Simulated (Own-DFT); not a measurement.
Simulation results for GaP (zincblende, atoms displaced)

All values are calculated (Own-DFT development build). A calculation, not a measurement: plane-wave PBE density functional theory by an unreviewed code, no spin, of a simulated periodic cell, stress positive in tension, free energy of the whole cell less one offset for each atom, forces on such cells passed a denser k mesh, this cell's mesh not checked; offsets are fitted by least squares, one for each functional and potential file, so energies compare only between cells with the same atoms and settings and are not formation energies; the far tail of each file's local potential was reset to the Coulomb form; each entry is a single point on an unrelaxed cell, so the pressure reflects the starting lattice, mostly measured values (interpolated for alloys), from which strain is counted, and rises with the displacements; printed positions are rounded, which can move forces by about a meV/angstrom; the program, named Own-DFT, is a retired in-house code; no spin-orbit coupling; before rounding, a Quantum ESPRESSO 7.3.1 run of the same cell and cutoff gave forces within 1 meV/angstrom rms on each cell, which checks the program and not the settings.

Settings shared by all entries: functional PBE; potential files PseudoDojo norm-conserving, scalar-relativistic, standard set; wave cutoff 42 hartree; occupations Fermi-Dirac; smearing width 0.1 eV; k mesh 2 x 3 x 3 centred on Gamma.

(1) 
```cif
# cell vector a (Å): 16.3515 0.0000 0.0000
# cell vector b (Å): 0.0000 10.9010 0.0000
# cell vector c (Å): 0.0000 0.0000 10.9010
data_GaP
_symmetry_space_group_name_H-M 'P 1'
_symmetry_Int_Tables_number 1
_cell_length_a 16.3515
_cell_length_b 10.9010
_cell_length_c 10.9010
_cell_angle_alpha 90.000
_cell_angle_beta 90.000
_cell_angle_gamma 90.000
_cell_volume 1943.08
loop_
_atom_site_label
_atom_site_type_symbol
_atom_site_fract_x
_atom_site_fract_y
_atom_site_fract_z
_atom_site_occupancy
Ga1 Ga 0.98064 0.98780 0.00023 1
Ga2 Ga 0.99515 0.26847 0.25118 1
Ga3 Ga 0.17194 0.01550 0.25553 1
Ga4 Ga 0.16523 0.24783 0.99143 1
P1 P 0.07854 0.12310 0.12521 1
P2 P 0.07967 0.36990 0.37549 1
P3 P 0.26180 0.13482 0.35087 1
P4 P 0.25369 0.37818 0.13125 1
Ga5 Ga 0.99470 0.98357 0.51588 1
Ga6 Ga 0.00451 0.25855 0.75630 1
Ga7 Ga 0.16562 0.99648 0.75488 1
Ga8 Ga 0.16556 0.26333 0.51719 1
P5 P 0.08500 0.12849 0.64418 1
P6 P 0.08608 0.36816 0.86529 1
P7 P 0.26431 0.11757 0.87513 1
P8 P 0.24428 0.38130 0.61160 1
Ga9 Ga 0.00102 0.50316 0.98451 1
Ga10 Ga 0.00791 0.73701 0.25379 1
Ga11 Ga 0.15520 0.48729 0.24157 1
Ga12 Ga 0.16579 0.75172 0.02121 1
P9 P 0.07752 0.62015 0.13741 1
P10 P 0.08257 0.86564 0.39355 1
P11 P 0.25195 0.63569 0.34900 1
P12 P 0.26555 0.87521 0.11837 1
Ga13 Ga 0.99263 0.53624 0.49081 1
Ga14 Ga 0.00122 0.73309 0.75471 1
Ga15 Ga 0.15863 0.47510 0.73745 1
Ga16 Ga 0.15112 0.73399 0.47059 1
P13 P 0.10171 0.61919 0.61101 1
P14 P 0.08462 0.86398 0.88752 1
P15 P 0.25296 0.63609 0.86498 1
P16 P 0.24804 0.87322 0.63747 1
Ga17 Ga 0.33021 0.00426 0.98685 1
Ga18 Ga 0.33332 0.22500 0.24331 1
Ga19 Ga 0.50531 0.98361 0.27036 1
Ga20 Ga 0.49104 0.25399 0.00264 1
P17 P 0.41425 0.15707 0.13456 1
P18 P 0.41773 0.36662 0.37575 1
P19 P 0.59594 0.11853 0.37744 1
P20 P 0.59235 0.38707 0.12964 1
Ga21 Ga 0.33764 0.01514 0.51256 1
Ga22 Ga 0.33371 0.23736 0.73755 1
Ga23 Ga 0.50592 0.98798 0.73644 1
Ga24 Ga 0.49796 0.25189 0.47905 1
P21 P 0.42084 0.12231 0.63435 1
P22 P 0.42592 0.36540 0.88134 1
P23 P 0.60225 0.13360 0.91468 1
P24 P 0.56580 0.33816 0.61615 1
Ga25 Ga 0.32303 0.48008 0.00320 1
Ga26 Ga 0.33341 0.76343 0.23990 1
Ga27 Ga 0.49334 0.49326 0.26099 1
Ga28 Ga 0.50602 0.73912 0.99235 1
P25 P 0.41605 0.62489 0.14177 1
P26 P 0.40467 0.88216 0.35931 1
P27 P 0.58671 0.61319 0.38008 1
P28 P 0.57580 0.87370 0.10922 1
Ga29 Ga 0.32258 0.51364 0.49829 1
Ga30 Ga 0.33714 0.72305 0.77623 1
Ga31 Ga 0.50882 0.48829 0.76374 1
Ga32 Ga 0.49726 0.73153 0.49466 1
P29 P 0.41594 0.64993 0.62855 1
P30 P 0.42493 0.88858 0.88601 1
P31 P 0.58163 0.64720 0.87439 1
P32 P 0.58240 0.88715 0.62868 1
Ga33 Ga 0.65970 0.97048 0.00414 1
Ga34 Ga 0.66984 0.26199 0.23250 1
Ga35 Ga 0.81166 0.99511 0.25879 1
Ga36 Ga 0.83182 0.25377 0.00603 1
P33 P 0.75695 0.13362 0.10261 1
P34 P 0.76006 0.37848 0.36139 1
P35 P 0.90666 0.12647 0.38440 1
P36 P 0.92204 0.35959 0.12332 1
Ga37 Ga 0.66774 0.99740 0.48880 1
Ga38 Ga 0.66890 0.24304 0.75721 1
Ga39 Ga 0.83178 0.99777 0.76758 1
Ga40 Ga 0.84497 0.26281 0.51308 1
P37 P 0.74597 0.12270 0.62712 1
P38 P 0.75366 0.38804 0.87559 1
P39 P 0.90806 0.12527 0.89791 1
P40 P 0.91728 0.38164 0.60172 1
Ga41 Ga 0.66525 0.49471 0.99154 1
Ga42 Ga 0.63794 0.73651 0.25268 1
Ga43 Ga 0.82533 0.48491 0.25865 1
Ga44 Ga 0.82936 0.75742 0.00594 1
P41 P 0.75248 0.63705 0.11338 1
P42 P 0.74675 0.88760 0.36692 1
P43 P 0.91763 0.62039 0.35067 1
P44 P 0.89358 0.88409 0.10437 1
Ga45 Ga 0.65933 0.49106 0.51296 1
Ga46 Ga 0.68345 0.75722 0.76244 1
Ga47 Ga 0.82856 0.48934 0.76305 1
Ga48 Ga 0.83524 0.73157 0.48654 1
P45 P 0.76001 0.62420 0.63513 1
P46 P 0.75114 0.87288 0.88171 1
P47 P 0.90491 0.63638 0.85988 1
P48 P 0.91375 0.85988 0.62290 1
_calc_free_energy_of_cell_above_offsets '-20.310'  # eV
_calc_pressure 7.84  # GPa
_calc_stress_xx -8.09  # GPa
_calc_stress_yy -7.44  # GPa
_calc_stress_zz -8  # GPa
_calc_stress_yz 2.37  # GPa
_calc_stress_xz 2.3  # GPa
_calc_stress_xy -1.58  # GPa
```

Force:
| element | x (eV/Å) | y (eV/Å) | z (eV/Å) |
| --- | --- | --- | --- |
| Ga | 3.302 | 0.528 | -0.102 |
| Ga | 1.148 | -3.614 | 1.655 |
| Ga | -0.847 | -1.535 | -1.036 |
| Ga | 1.163 | -0.845 | 1.24 |
| P | -0.227 | -0.132 | -0.16 |
| P | 0.114 | 1.138 | 1.257 |
| P | -4.727 | -3.182 | 7.281 |
| P | -2.284 | -2.092 | 0.8 |
| Ga | 0.234 | 2.051 | -0.721 |
| Ga | -2.895 | -1.468 | -1.233 |
| Ga | 0.521 | -0.411 | 0.654 |
| Ga | -1.87 | -2.742 | -2.726 |
| P | -0.304 | -0.572 | -1.456 |
| P | -0.139 | 1.257 | 2.297 |
| P | -4.101 | 2.759 | -2.098 |
| P | 3.278 | 0.101 | 1.921 |
| Ga | -1.005 | 0.187 | 0.564 |
| Ga | -1.484 | 3.26 | 0.256 |
| Ga | 1.627 | -0.011 | 0.815 |
| Ga | 0.681 | -0.239 | -0.56 |
| P | 1.154 | -0.777 | -3.058 |
| P | -2.36 | 4.17 | -3.553 |
| P | -1.348 | -1.311 | 1 |
| P | -3.302 | 1.605 | -0.8 |
| Ga | 1.835 | -2.325 | 1.312 |
| Ga | 1.439 | 1.171 | -1.262 |
| Ga | 1.355 | 2.304 | 0.252 |
| Ga | 5.243 | -1.375 | 1.589 |
| P | -3.118 | -0.68 | 1.981 |
| P | -1.139 | 0.719 | -0.485 |
| P | -5.86 | -5.287 | 4.542 |
| P | 0.467 | -0.524 | -1.297 |
| Ga | 3.08 | -1.305 | 2.918 |
| Ga | -0.204 | 7.469 | -0.042 |
| Ga | 0.359 | 1.66 | -1.502 |
| Ga | 3.572 | -1.126 | 1.5 |
| P | 4.663 | -5.696 | -3.914 |
| P | -2.842 | 1.151 | -0.458 |
| P | -1.953 | 2.032 | -2.102 |
| P | -2.808 | 0.372 | -0.605 |
| Ga | -1.486 | -1.595 | -0.87 |
| Ga | -0.115 | 1.731 | 0.751 |
| Ga | -1.898 | 2.54 | 3.641 |
| Ga | -0.433 | -3.469 | -0.507 |
| P | 1.374 | 0.553 | -1.473 |
| P | -3.093 | 1.965 | -2.173 |
| P | -2.177 | 0.377 | -1.858 |
| P | 3.563 | 3.413 | 3.382 |
| Ga | 2.204 | 2.579 | -1.864 |
| Ga | 0.883 | -1.893 | 0.35 |
| Ga | 1.083 | 0.381 | -0.888 |
| Ga | -3.922 | 1.493 | 2.639 |
| P | 0.372 | -0.463 | -1.984 |
| P | 1.373 | 0.024 | 3.152 |
| P | -1.811 | -1.339 | 1.512 |
| P | -1.616 | -1.385 | 3.712 |
| Ga | 1.59 | 0.744 | -0.564 |
| Ga | 4.344 | 5.975 | -3.301 |
| Ga | -0.448 | 0.949 | -1.346 |
| Ga | 0.657 | 2.595 | -0.728 |
| P | -0.499 | -3.458 | 0.369 |
| P | -0.07 | -1.513 | -0.911 |
| P | 3.055 | -3.745 | -2.729 |
| P | 3.095 | -3.573 | -2.933 |
| Ga | 2.818 | 2.623 | -0.967 |
| Ga | 1.32 | -1.92 | 0.879 |
| Ga | 4.22 | 4.501 | -4.033 |
| Ga | 0.835 | 2.132 | -1.254 |
| P | -3.297 | -2.869 | 3.244 |
| P | -4.838 | -4.332 | 5.455 |
| P | 1.391 | -0.999 | -0.847 |
| P | -1.672 | 3.48 | -1.891 |
| Ga | 0.519 | -0.304 | 2.784 |
| Ga | -0.308 | -0.023 | 0.008 |
| Ga | 0.208 | 0.661 | -1.657 |
| Ga | -4.115 | -3.669 | -2.458 |
| P | 1.363 | 0.147 | 0.021 |
| P | -2.016 | -3.259 | 1.308 |
| P | 1.309 | 0.797 | -3.253 |
| P | 3.119 | 3.509 | 4.613 |
| Ga | 0.131 | 2.254 | 0.536 |
| Ga | 3.259 | 2.338 | -2.463 |
| Ga | 3.942 | 4.571 | -5.654 |
| Ga | -0.443 | -2.35 | -2.402 |
| P | -2.011 | -2.376 | 2.178 |
| P | -2.99 | -6.018 | 3.002 |
| P | -1.876 | 0.495 | 0.011 |
| P | 2.23 | 0.925 | 5.03 |
| Ga | 1.257 | -0.713 | 0.428 |
| Ga | -2.275 | -1.003 | -2.319 |
| Ga | 2.803 | 1.489 | -3.226 |
| Ga | -0.347 | 1.298 | -0.051 |
| P | -1.715 | -0.468 | -0.995 |
| P | 0.411 | 1.188 | 0.635 |
| P | 0.848 | -1.397 | 1.869 |
| P | -0.518 | -0.278 | 1.419 |

(2) 
```cif
# cell vector a (Å): 16.3515 0.0000 0.0000
# cell vector b (Å): 0.0000 10.9010 0.0000
# cell vector c (Å): 0.0000 0.0000 10.9010
data_GaP
_symmetry_space_group_name_H-M 'P 1'
_symmetry_Int_Tables_number 1
_cell_length_a 16.3515
_cell_length_b 10.9010
_cell_length_c 10.9010
_cell_angle_alpha 90.000
_cell_angle_beta 90.000
_cell_angle_gamma 90.000
_cell_volume 1943.08
loop_
_atom_site_label
_atom_site_type_symbol
_atom_site_fract_x
_atom_site_fract_y
_atom_site_fract_z
_atom_site_occupancy
Ga1 Ga 0.99647 0.00692 0.01623 1
Ga2 Ga 0.99095 0.24234 0.23820 1
Ga3 Ga 0.17268 0.00350 0.26364 1
Ga4 Ga 0.17549 0.26453 0.98816 1
P1 P 0.09206 0.13670 0.12912 1
P2 P 0.07930 0.38777 0.36402 1
P3 P 0.26188 0.14159 0.37649 1
P4 P 0.25414 0.37464 0.12419 1
Ga5 Ga 0.99371 0.98880 0.51903 1
Ga6 Ga 0.98162 0.25373 0.74971 1
Ga7 Ga 0.16595 0.00624 0.74955 1
Ga8 Ga 0.18735 0.23668 0.51174 1
P5 P 0.09600 0.11653 0.64860 1
P6 P 0.09325 0.39878 0.86272 1
P7 P 0.24756 0.11970 0.85347 1
P8 P 0.25412 0.37455 0.62838 1
Ga9 Ga 0.00473 0.50454 0.97407 1
Ga10 Ga 0.00459 0.73334 0.25508 1
Ga11 Ga 0.16178 0.49376 0.25705 1
Ga12 Ga 0.16564 0.75724 0.00968 1
P9 P 0.09824 0.62678 0.13577 1
P10 P 0.05466 0.89295 0.39867 1
P11 P 0.24866 0.62742 0.37784 1
P12 P 0.24323 0.87358 0.14234 1
Ga13 Ga 0.99516 0.51149 0.49295 1
Ga14 Ga 0.98655 0.75575 0.75894 1
Ga15 Ga 0.17818 0.49760 0.74953 1
Ga16 Ga 0.16584 0.75688 0.49439 1
P13 P 0.08404 0.59348 0.63239 1
P14 P 0.10688 0.89943 0.87906 1
P15 P 0.24439 0.63860 0.86731 1
P16 P 0.26265 0.86684 0.64480 1
Ga17 Ga 0.33856 0.00447 0.04035 1
Ga18 Ga 0.33319 0.24727 0.23620 1
Ga19 Ga 0.48856 0.01163 0.26981 1
Ga20 Ga 0.49573 0.22061 0.99502 1
P17 P 0.42691 0.13314 0.12546 1
P18 P 0.43111 0.38220 0.37078 1
P19 P 0.59294 0.12766 0.38263 1
P20 P 0.57015 0.37893 0.13026 1
Ga21 Ga 0.32789 0.99535 0.49628 1
Ga22 Ga 0.31588 0.24230 0.73960 1
Ga23 Ga 0.49428 0.00576 0.75439 1
Ga24 Ga 0.49849 0.27889 0.49191 1
P21 P 0.40872 0.11163 0.63246 1
P22 P 0.42126 0.36709 0.85408 1
P23 P 0.56549 0.10491 0.87831 1
P24 P 0.58508 0.35296 0.62851 1
Ga25 Ga 0.32529 0.51873 0.00151 1
Ga26 Ga 0.33497 0.75801 0.26647 1
Ga27 Ga 0.49973 0.49160 0.25657 1
Ga28 Ga 0.49915 0.75185 0.97930 1
P25 P 0.41169 0.63675 0.10162 1
P26 P 0.42674 0.85500 0.36915 1
P27 P 0.57085 0.60333 0.36357 1
P28 P 0.59190 0.87515 0.10616 1
Ga29 Ga 0.34553 0.49722 0.49735 1
Ga30 Ga 0.34128 0.74589 0.72741 1
Ga31 Ga 0.49429 0.50006 0.76221 1
Ga32 Ga 0.49921 0.73679 0.51833 1
P29 P 0.41670 0.63537 0.61505 1
P30 P 0.41249 0.88208 0.85308 1
P31 P 0.58922 0.63234 0.86609 1
P32 P 0.57773 0.86068 0.62125 1
Ga33 Ga 0.66662 0.02392 0.00993 1
Ga34 Ga 0.67336 0.22487 0.24097 1
Ga35 Ga 0.83901 0.98570 0.25505 1
Ga36 Ga 0.83464 0.24526 0.00115 1
P33 P 0.74133 0.14201 0.10841 1
P34 P 0.74200 0.36522 0.38515 1
P35 P 0.93223 0.09343 0.35089 1
P36 P 0.92173 0.37164 0.12630 1
Ga37 Ga 0.66807 0.99548 0.48127 1
Ga38 Ga 0.68817 0.24757 0.73259 1
Ga39 Ga 0.82591 0.00247 0.74418 1
Ga40 Ga 0.84227 0.25711 0.49663 1
P37 P 0.73787 0.10856 0.62367 1
P38 P 0.74785 0.35693 0.86332 1
P39 P 0.91915 0.15357 0.85544 1
P40 P 0.93072 0.38130 0.60218 1
Ga41 Ga 0.66591 0.47863 0.01197 1
Ga42 Ga 0.65923 0.74894 0.26229 1
Ga43 Ga 0.84343 0.48984 0.24927 1
Ga44 Ga 0.84548 0.74647 0.97853 1
P41 P 0.73730 0.66306 0.13079 1
P42 P 0.75683 0.90045 0.40049 1
P43 P 0.91930 0.63736 0.39083 1
P44 P 0.92418 0.85074 0.11355 1
Ga45 Ga 0.68075 0.50519 0.49212 1
Ga46 Ga 0.66550 0.75701 0.75477 1
Ga47 Ga 0.83433 0.49879 0.74120 1
Ga48 Ga 0.82421 0.72211 0.51674 1
P45 P 0.75492 0.61104 0.61407 1
P46 P 0.74075 0.88222 0.87298 1
P47 P 0.91891 0.62441 0.88203 1
P48 P 0.92743 0.87833 0.60709 1
_calc_free_energy_of_cell_above_offsets '-14.673'  # eV
_calc_pressure 8.54  # GPa
_calc_stress_xx -8.19  # GPa
_calc_stress_yy -8.67  # GPa
_calc_stress_zz -8.77  # GPa
_calc_stress_yz 1.26  # GPa
_calc_stress_xz 1.92  # GPa
_calc_stress_xy -1.37  # GPa
```

Force:
| element | x (eV/Å) | y (eV/Å) | z (eV/Å) |
| --- | --- | --- | --- |
| Ga | 1.745 | 0.449 | -1.222 |
| Ga | 2.585 | 0.143 | 1.038 |
| Ga | -1.897 | 0.753 | 0.709 |
| Ga | -0.887 | -1.077 | -0.388 |
| P | -0.197 | -0.252 | -0.569 |
| P | -1.44 | -2.709 | 1.857 |
| P | -0.217 | -2.146 | -0.771 |
| P | -0.446 | 1.134 | 0.039 |
| Ga | 2.934 | 9.672 | 0.173 |
| Ga | 7.002 | 5.092 | -5.021 |
| Ga | 3.712 | -3.137 | -0.303 |
| Ga | -3.051 | 1.038 | 0.435 |
| P | -4.388 | 3.894 | -4.521 |
| P | -1.559 | -3.208 | 0.985 |
| P | 0.941 | 0.703 | 4.63 |
| P | 0.389 | 1.785 | -1.894 |
| Ga | 1.262 | -0.633 | 3.041 |
| Ga | 0.272 | 1.208 | 0.135 |
| Ga | 2.615 | 0.423 | -0.669 |
| Ga | 0.331 | 0.199 | -1.129 |
| P | -2.105 | -0.004 | -1.338 |
| P | 6.882 | -4.625 | -6.083 |
| P | 0.572 | -0.918 | -0.076 |
| P | 1.631 | 0.256 | 0.004 |
| Ga | 3.029 | -0.018 | -0.666 |
| Ga | 3.114 | 0.547 | -0.946 |
| Ga | 0.455 | 1.209 | -0.777 |
| Ga | -0.871 | 0.028 | 1.513 |
| P | -0.461 | 3.124 | -0.507 |
| P | -4.673 | -2.848 | 2.68 |
| P | 1.166 | 0.098 | 0.284 |
| P | -4.292 | 2.887 | -3.678 |
| Ga | -1.277 | -1.312 | -2.746 |
| Ga | 1.31 | 1.093 | 0.391 |
| Ga | 2.462 | -0.594 | -0.587 |
| Ga | 1.198 | 4.958 | -1.932 |
| P | -2.485 | -1.336 | 3.316 |
| P | -5.459 | -0.981 | -0.595 |
| P | -2.68 | 0.749 | -1.086 |
| P | 1.617 | -2.867 | -1.439 |
| Ga | 1.311 | -0.986 | 0.5 |
| Ga | 3.616 | 0.037 | 0.501 |
| Ga | -0.21 | -1.62 | -2.636 |
| Ga | 1.735 | -4.201 | 2.539 |
| P | 0.346 | 1.877 | -2.052 |
| P | -2.683 | -1.57 | 2.477 |
| P | 4.591 | 1.246 | 0.256 |
| P | 0.84 | 2.655 | 0.692 |
| Ga | 0.16 | -1.433 | -1.491 |
| Ga | -1.057 | -1.605 | -2.119 |
| Ga | -1.281 | 1.597 | -4.58 |
| Ga | 0.184 | 1.002 | 0.02 |
| P | 0.948 | 0.24 | 2.565 |
| P | 0.06 | 1.791 | 1.89 |
| P | 3.622 | 3.743 | 3.656 |
| P | -1.428 | 0.013 | 1.889 |
| Ga | -1.424 | 0.244 | -0.104 |
| Ga | 0.215 | -0.932 | 3.924 |
| Ga | 2.221 | 1.233 | -1.859 |
| Ga | 2.281 | 1.035 | -3.752 |
| P | -0.766 | -4.651 | 1.653 |
| P | -0.805 | -1.268 | 2.801 |
| P | -0.663 | -2.325 | 1.055 |
| P | 1.567 | 2.296 | 0.404 |
| Ga | -2.269 | -2.961 | -2.419 |
| Ga | -2.918 | 3.562 | 3.028 |
| Ga | -0.779 | -0.626 | -1.858 |
| Ga | 0.635 | 1.407 | -0.778 |
| P | 4.697 | -1.459 | 0.046 |
| P | 2.199 | -1.069 | -2.428 |
| P | -0.688 | 2.126 | 2.111 |
| P | -0.551 | 0.898 | -2.413 |
| Ga | -4.06 | 1.05 | 3.548 |
| Ga | -3.803 | -0.062 | -0.056 |
| Ga | 1.108 | -0.608 | 0.03 |
| Ga | -0.855 | -1.52 | -0.622 |
| P | 2.435 | -0.344 | -1.668 |
| P | 1.69 | 2.857 | 2.478 |
| P | -5.015 | -7.119 | 6.24 |
| P | -2.229 | -1.394 | 2.245 |
| Ga | 0.015 | 1.869 | -0.605 |
| Ga | -1.375 | 1.707 | 1.147 |
| Ga | -1.905 | 1.533 | 0.985 |
| Ga | -4.207 | 2.212 | 2.17 |
| P | 3.147 | -3.627 | -2.235 |
| P | 3.091 | -5.316 | -2.808 |
| P | -1.52 | -0.459 | -2.155 |
| P | -0.547 | 1.379 | 1.035 |
| Ga | -3.931 | -1.141 | -0.435 |
| Ga | 0.088 | -0.18 | -1.512 |
| Ga | 0.809 | -1.279 | 0.637 |
| Ga | 3.658 | 5.71 | -3.571 |
| P | -3.192 | -0.911 | 5.027 |
| P | 2.214 | 0.342 | 0.714 |
| P | -0.657 | -1.713 | -2.858 |
| P | -7.504 | -6.062 | 6.463 |
